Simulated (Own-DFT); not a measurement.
## Calculated data, SiC (2H silicon carbide, atoms displaced)

All values are calculated (Own-DFT development build). A calculation, not a measurement: plane-wave PBE density functional theory by an unreviewed code, no spin, of a simulated periodic cell, stress positive in tension, free energy of the whole cell less one offset for each atom, forces on such cells passed a denser k mesh, this cell's mesh not checked; offsets are fitted by least squares, one for each functional and potential file, so energies compare only between cells with the same atoms and settings and are not formation energies; the far tail of each file's local potential was reset to the Coulomb form; each entry is a single point on an unrelaxed cell, so the pressure reflects the starting lattice, mostly measured values (interpolated for alloys), from which strain is counted, and rises with the displacements; printed positions are rounded, which can move forces by about a meV/angstrom; the program, named Own-DFT, is a retired in-house code; no spin-orbit coupling; before rounding, a Quantum ESPRESSO 7.3.1 run of the same cell and cutoff gave forces within 1 meV/angstrom rms on each cell, which checks the program and not the settings.

Settings shared by all entries: functional PBE; potential files PseudoDojo norm-conserving, scalar-relativistic, standard set; wave cutoff 42 hartree; occupations Fermi-Dirac; smearing width 0.1 eV; k mesh 5 x 5 x 3 centred on Gamma.

```yaml
- entry: 1
  formula: SiC
  kind: "2H silicon carbide, atoms displaced"
  structure:
    cell_angstrom: [[6.1654, 0.0, 0.0], [-3.0827, 5.3394, 0.0], [0.0, 0.0, 10.0681]]
    atoms_fractional:
      - [Si, 0.99685, 0.98996, 0.0004]
      - [Si, 0.16412, 0.33279, 0.25255]
      - [C, 0.00534, 0.00206, 0.18624]
      - [C, 0.16124, 0.33124, 0.43644]
      - [Si, 0.00195, 0.00508, 0.49889]
      - [Si, 0.17189, 0.33227, 0.75062]
      - [C, 0.99342, 0.99427, 0.68762]
      - [C, 0.17539, 0.33251, 0.94065]
      - [Si, 0.99221, 0.49858, 0.99716]
      - [Si, 0.15997, 0.81571, 0.25294]
      - [C, 0.99556, 0.48906, 0.18577]
      - [C, 0.17512, 0.83985, 0.43551]
      - [Si, 0.00219, 0.49489, 0.49716]
      - [Si, 0.1667, 0.83644, 0.7507]
      - [C, 0.00876, 0.50228, 0.69021]
      - [C, 0.16269, 0.83202, 0.94287]
      - [Si, 0.49715, 0.99515, 0.0038]
      - [Si, 0.66778, 0.33109, 0.24481]
      - [C, 0.49552, 0.99298, 0.19282]
      - [C, 0.66523, 0.3388, 0.43466]
      - [Si, 0.50252, 0.99865, 0.50283]
      - [Si, 0.66093, 0.32326, 0.75028]
      - [C, 0.49074, 0.993, 0.68952]
      - [C, 0.67764, 0.33751, 0.93564]
      - [Si, 0.50122, 0.5056, 0.00207]
      - [Si, 0.66972, 0.82213, 0.24971]
      - [C, 0.49901, 0.50384, 0.18831]
      - [C, 0.66801, 0.83478, 0.43788]
      - [Si, 0.49704, 0.49127, 0.50078]
      - [Si, 0.66162, 0.83264, 0.75166]
      - [C, 0.50347, 0.50247, 0.6906]
      - [C, 0.6653, 0.83479, 0.9397]
  results:
    "free_energy_of_cell_above_offsets [eV]": "-4.769"
    "pressure [GPa]": 3.62
    "stress_xx [GPa]": -3.32
    "stress_yy [GPa]": -2.35
    "stress_zz [GPa]": -5.19
    "stress_yz [GPa]": -0.9
    "stress_xz [GPa]": 0.06
    "stress_xy [GPa]": -0.36
    force_element: [Si, Si, C, C, Si, Si, C, C, Si, Si, C, C, Si, Si, C, C, Si, Si, C, C, Si, Si, C, C, Si, Si, C, C, Si, Si, C, C]
    "force_x [eV/angstrom]": [-0.399, 0.569, 0.01, 0.879, 0.158, -0.446, 0.206, -1.117, 2.258, -0.184, -0.2, -0.524, -1.195, -0.618, -0.789, 0.759, -0.125, -0.796, 0.446, 0.979, -0.201, 0.697, 0.628, -1.969, 0.515, -0.676, 0.489, 0.217, -0.275, 0.494, 0.135, 0.077]
    "force_y [eV/angstrom]": [1.653, -0.64, -0.975, 0.176, -1.307, -0.133, 0.766, -0.321, -0.141, 1.706, 0.485, -0.918, 1.288, -0.995, -0.69, -0.105, 0.722, -0.611, -0.167, -0.839, 0.361, 1.372, 0.614, -1.165, -0.733, 1.999, -1.207, -0.632, 1.396, -0.1, -0.769, -0.092]
    "force_z [eV/angstrom]": [0.283, -1.112, 0.806, 0.321, 0.081, 0.47, 0.085, -0.407, 0.378, -0.923, 0.079, 1.099, 0.966, 0.393, -0.572, -1.16, 0.137, 0.844, -0.731, 0.487, -1.141, -0.224, -0.154, 0.633, -0.472, 0.355, -0.051, 0.348, 0.059, 0.008, -0.574, -0.312]
- entry: 2
  formula: SiC
  kind: "2H silicon carbide, atoms displaced"
  structure:
    cell_angstrom: [[6.1654, 0.0, 0.0], [-3.0827, 5.3394, 0.0], [0.0, 0.0, 10.0681]]
    atoms_fractional:
      - [Si, 0.99197, 0.99131, 0.99806]
      - [Si, 0.16207, 0.32796, 0.24867]
      - [C, 0.99245, 0.99172, 0.19232]
      - [C, 0.17177, 0.33339, 0.43627]
      - [Si, 0.99783, 0.0039, 0.49958]
      - [Si, 0.17144, 0.33867, 0.75077]
      - [C, 0.99111, 0.99801, 0.687]
      - [C, 0.15913, 0.3359, 0.94404]
      - [Si, 0.99755, 0.49798, 0.00324]
      - [Si, 0.15952, 0.82878, 0.25015]
      - [C, 0.00144, 0.50472, 0.18947]
      - [C, 0.17827, 0.83037, 0.43437]
      - [Si, 0.00771, 0.50288, 0.50192]
      - [Si, 0.16137, 0.8238, 0.7508]
      - [C, 0.99359, 0.49796, 0.68513]
      - [C, 0.17068, 0.8318, 0.94014]
      - [Si, 0.49881, 0.99727, 0.00072]
      - [Si, 0.66053, 0.33622, 0.24906]
      - [C, 0.49606, 0.99906, 0.1921]
      - [C, 0.67354, 0.3388, 0.43709]
      - [Si, 0.50995, 0.01495, 0.50076]
      - [Si, 0.67241, 0.33054, 0.75079]
      - [C, 0.49289, 0.98884, 0.68523]
      - [C, 0.67246, 0.33717, 0.93283]
      - [Si, 0.49963, 0.50266, 0.00378]
      - [Si, 0.66506, 0.82414, 0.2485]
      - [C, 0.50512, 0.50228, 0.18526]
      - [C, 0.66777, 0.83775, 0.43632]
      - [Si, 0.51163, 0.50654, 0.5016]
      - [Si, 0.66575, 0.81524, 0.75352]
      - [C, 0.49793, 0.4974, 0.68644]
      - [C, 0.66432, 0.83034, 0.93927]
  results:
    "free_energy_of_cell_above_offsets [eV]": "-4.675"
    "pressure [GPa]": 3.71
    "stress_xx [GPa]": -2.06
    "stress_yy [GPa]": -2.81
    "stress_zz [GPa]": -6.27
    "stress_yz [GPa]": -0.26
    "stress_xz [GPa]": 0.18
    "stress_xy [GPa]": -0.86
    force_element: [Si, Si, C, C, Si, Si, C, C, Si, Si, C, C, Si, Si, C, C, Si, Si, C, C, Si, Si, C, C, Si, Si, C, C, Si, Si, C, C]
    "force_x [eV/angstrom]": [0.742, 0.033, 0.253, 0.151, 1.165, -0.776, 1.061, 1.41, -0.364, 0.838, -0.266, -1.355, 0.055, -0.158, 1.021, -0.781, 0.016, 1.443, 0.342, -0.058, -0.15, -1.093, 0.563, -0.748, 0.182, -1.124, -1.042, 0.267, -0.912, -1.337, 0.741, -0.118]
    "force_y [eV/angstrom]": [0.875, 0.403, 0.648, 0.301, -0.711, -1.02, 0.13, -0.656, 0.485, 0.544, -1.203, 0.756, 0.154, 1.22, -0.088, -0.151, 0.829, -0.625, -0.005, 0.577, -1.731, -1.049, 0.577, -0.417, -0.873, 1.281, -0.812, -0.188, -0.171, 1.904, -0.741, -0.242]
    "force_z [eV/angstrom]": [0.843, 0.249, -1.394, 0.476, -0.436, 0.193, 0.756, -0.957, -0.083, 0.375, -0.247, 1.135, -1.255, -0.45, 0.721, -0.467, 0.295, 0.364, -1.03, 0.148, -0.527, -0.848, 1.2, 1.603, -1.311, 0.867, 0.663, 0.234, -0.784, -0.881, 0.607, -0.06]
- entry: 3
  formula: SiC
  kind: "2H silicon carbide, atoms displaced"
  structure:
    cell_angstrom: [[6.1654, 0.0, 0.0], [-3.0827, 5.3394, 0.0], [0.0, 0.0, 10.0681]]
    atoms_fractional:
      - [Si, 0.99391, 0.99612, 0.99949]
      - [Si, 0.16549, 0.33569, 0.24952]
      - [C, 0.99807, 0.99416, 0.18251]
      - [C, 0.16108, 0.33105, 0.43446]
      - [Si, 0.99767, 0.99223, 0.49884]
      - [Si, 0.16741, 0.32839, 0.74579]
      - [C, 0.99097, 0.99502, 0.68501]
      - [C, 0.1707, 0.33755, 0.93478]
      - [Si, 0.00855, 0.50676, 0.00509]
      - [Si, 0.16172, 0.83215, 0.24976]
      - [C, 0.99585, 0.48858, 0.18703]
      - [C, 0.17878, 0.8447, 0.44388]
      - [Si, 0.0056, 0.50182, 0.49688]
      - [Si, 0.1652, 0.84051, 0.75086]
      - [C, 0.9994, 0.4921, 0.69176]
      - [C, 0.15979, 0.83234, 0.93711]
      - [Si, 0.49884, 0.00712, 0.00379]
      - [Si, 0.6664, 0.33552, 0.25133]
      - [C, 0.49945, 0.00996, 0.18525]
      - [C, 0.66345, 0.33401, 0.43777]
      - [Si, 0.49623, 0.99768, 0.49878]
      - [Si, 0.66314, 0.3317, 0.75633]
      - [C, 0.49863, 0.99135, 0.68631]
      - [C, 0.66714, 0.34021, 0.93886]
      - [Si, 0.49485, 0.48635, 0.00305]
      - [Si, 0.66836, 0.82708, 0.2489]
      - [C, 0.50265, 0.5009, 0.19263]
      - [C, 0.66618, 0.8373, 0.43623]
      - [Si, 0.49257, 0.49421, 0.49334]
      - [Si, 0.67305, 0.83161, 0.75047]
      - [C, 0.49734, 0.49035, 0.69073]
      - [C, 0.66896, 0.84092, 0.93566]
  results:
    "free_energy_of_cell_above_offsets [eV]": "-4.472"
    "pressure [GPa]": 3.95
    "stress_xx [GPa]": -4.77
    "stress_yy [GPa]": -0.82
    "stress_zz [GPa]": -6.26
    "stress_yz [GPa]": -0.19
    "stress_xz [GPa]": 0.05
    "stress_xy [GPa]": 0.28
    force_element: [Si, Si, C, C, Si, Si, C, C, Si, Si, C, C, Si, Si, C, C, Si, Si, C, C, Si, Si, C, C, Si, Si, C, C, Si, Si, C, C]
    "force_x [eV/angstrom]": [0.078, 0.622, -0.24, 0.305, -0.747, -0.488, 1.12, -0.294, -0.44, 0.853, -0.327, -1.345, -1.07, 0.984, -0.683, 0.639, 0.319, 0.175, 0.466, 0.732, 1.425, 0.931, -0.341, 0.979, -0.646, -1.005, -0.55, 0.328, 0.413, -1.737, 0.004, -0.46]
    "force_y [eV/angstrom]": [0.732, -1.135, 0.54, -0.4, 0.838, 0.41, 0.44, -0.787, -0.766, 0.176, 1.488, -1.808, -0.184, -1.511, 0.917, 0.61, -0.52, -0.545, -1.389, 0.107, 1.215, -0.597, 0.732, -0.602, 2.117, 1.496, -0.464, -0.829, 0.689, -0.741, 0.753, -0.983]
    "force_z [eV/angstrom]": [-0.845, -0.253, 1.427, 0.275, 0.169, 0.781, 0.01, 0.906, -1.945, 0.037, 0.854, -1.965, 1.511, -0.495, -0.881, 0.576, -1.648, 0.136, 1.278, -0.251, 0.983, -1.633, 0.597, 0.91, -0.585, -0.169, -0.903, -0.138, 1.578, -0.092, -1.275, 1.052]
- entry: 4
  formula: SiC
  kind: "2H silicon carbide, atoms displaced"
  structure:
    cell_angstrom: [[6.1654, 0.0, 0.0], [-3.0827, 5.3394, 0.0], [0.0, 0.0, 10.0681]]
    atoms_fractional:
      - [Si, 0.00594, 0.00341, 0.0044]
      - [Si, 0.15676, 0.33367, 0.2478]
      - [C, 0.99961, 0.9988, 0.18902]
      - [C, 0.16675, 0.3311, 0.43401]
      - [Si, 0.00259, 0.00255, 0.49426]
      - [Si, 0.17212, 0.33537, 0.74699]
      - [C, 0.99418, 0.00318, 0.68619]
      - [C, 0.17512, 0.33097, 0.94094]
      - [Si, 0.99929, 0.4985, 0.99432]
      - [Si, 0.16605, 0.83455, 0.25004]
      - [C, 0.00646, 0.50217, 0.18655]
      - [C, 0.1632, 0.83601, 0.4411]
      - [Si, 0.99751, 0.50626, 0.50215]
      - [Si, 0.16477, 0.82803, 0.75195]
      - [C, 0.00106, 0.50088, 0.68719]
      - [C, 0.17155, 0.83305, 0.94257]
      - [Si, 0.5051, 0.00965, 0.99829]
      - [Si, 0.66985, 0.33429, 0.25212]
      - [C, 0.49598, 0.00665, 0.18753]
      - [C, 0.66067, 0.3397, 0.43103]
      - [Si, 0.48677, 0.99888, 0.49852]
      - [Si, 0.67083, 0.3306, 0.7511]
      - [C, 0.50442, 0.00406, 0.68995]
      - [C, 0.66707, 0.33391, 0.93859]
      - [Si, 0.49976, 0.51064, 0.00063]
      - [Si, 0.6614, 0.82713, 0.24563]
      - [C, 0.5007, 0.49753, 0.18848]
      - [C, 0.66256, 0.83526, 0.4362]
      - [Si, 0.50428, 0.50124, 0.49593]
      - [Si, 0.67036, 0.83474, 0.75138]
      - [C, 0.49726, 0.50361, 0.68939]
      - [C, 0.66291, 0.82899, 0.9347]
  results:
    "free_energy_of_cell_above_offsets [eV]": "-4.736"
    "pressure [GPa]": 3.79
    "stress_xx [GPa]": -2.11
    "stress_yy [GPa]": -4.2
    "stress_zz [GPa]": -5.04
    "stress_yz [GPa]": 0.15
    "stress_xz [GPa]": 0.09
    "stress_xy [GPa]": -0.46
    force_element: [Si, Si, C, C, Si, Si, C, C, Si, Si, C, C, Si, Si, C, C, Si, Si, C, C, Si, Si, C, C, Si, Si, C, C, Si, Si, C, C]
    "force_x [eV/angstrom]": [-0.318, 1.726, -0.512, -0.671, -1.525, -0.396, 1.355, -1.308, 0.588, 0.152, -1.307, 0.053, 0.512, -0.341, 0.007, -0.561, 0.187, -0.203, 1.013, 1.388, 1.88, -1.115, -0.567, -0.154, 1.119, -0.392, -0.512, -0.002, -1.423, -0.499, 1.401, 0.427]
    "force_y [eV/angstrom]": [-0.754, -0.131, -0.03, 0.859, 0.1, -0.558, -0.296, 0.213, -0.028, -0.094, 0.152, -0.613, -1.158, 1.35, -0.12, 0.09, -1.022, 0.318, -0.551, -0.733, 0.72, 0.577, -0.648, 0.771, -1.145, 0.744, -0.016, 0.165, 0.556, -0.017, -0.279, 1.579]
    "force_z [eV/angstrom]": [-0.926, 0.277, 0.082, 0.639, 1.083, 0.706, -0.039, -1.01, 1.179, -0.051, -0.247, -1.042, -0.902, -0.114, 0.418, -0.959, 0.507, -1.635, -0.072, 2.05, 0.467, -0.172, -0.517, -0.346, 0.323, 0.733, -0.397, -0.172, 0.679, -0.825, -0.816, 1.102]
```
